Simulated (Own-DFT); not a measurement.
# Misfit strain and the stress it brings: wurtzite AlGaN with randomly placed atoms, 72 atoms (Al9Ga27N36)

Source: density functional calculations with Own-DFT, an unreviewed in-house program that is no longer used. Nothing was measured or relaxed, and spin and spin-orbit coupling are left out.

Method: PBE; PseudoDojo norm-conserving scalar-relativistic files (stringent for Ga); cutoff 96 hartree; 4 x 4 x 3 k mesh centred on Gamma; Gaussian smearing of 0.01 eV.

Limits: forces on such cells passed a denser k mesh, each cell not checked; stress not checked against mesh or cutoff.

Unstrained cell vectors in Å: (9.509, 0.000, 0.000); (-4.755, 8.235, 0.000); (0.000, 0.000, 10.268). The unstrained cell has measured lattice constants (interpolated for alloys), not those of this functional. That, the random moves and any unrelaxed bonds set the pressure at no strain. Each run strains x and y alike by e, as a substrate would, and holds the height along z. Each atom got a random Gaussian move of width 0.05 Å along each axis. The random placing of the alloy's atoms differs from row to row. Stress is positive in tension.

```
e (%),u (Å),(s_xx + s_yy)/2 (GPa),s_zz (GPa)
-2.75,0.049,-24.41,-11.52
-2.25,0.050,-20.91,-10.94
-1.75,0.052,-17.99,-10.70
-1.00,0.053,-11.44,-11.44
-0.75,0.045,-10.21,-8.26
-0.50,0.048,-9.34,-7.40
0.25,0.045,?,?
0.75,0.049,-3.71,-4.81
1.00,0.044,-1.05,-6.19
1.25,0.048,-0.23,-5.30
```

## Analysis

With e as a fraction, the in-plane stress is -6.4 + 533 e - 4776 e² GPa (errors 26 and 1524, scatter 0.70), and s_zz is -7.3 + 174 e GPa (slope ± 27, scatter 1.12). At e = 0 the first slope is C11 + C12 and the second 2 C13, both with the ions held to the strained lattice and at the cell's own pressure. The term in e² is negative: the layer stiffens under compression and softens under tension. A free layer would change its height as e changes, and the in-plane slope would drop by 2 C13²/C33 to the biaxial modulus. At fixed height, a misfit of 1 % moves the in-plane stress by about 5.3 GPa and s_zz by 1.7 GPa.

## Test on the hidden row

Question: what are the two stresses at e = 0.25 %?

The fit gives -5.1 and -6.9 GPa. The run itself gave -5.47 and -6.39 GPa.
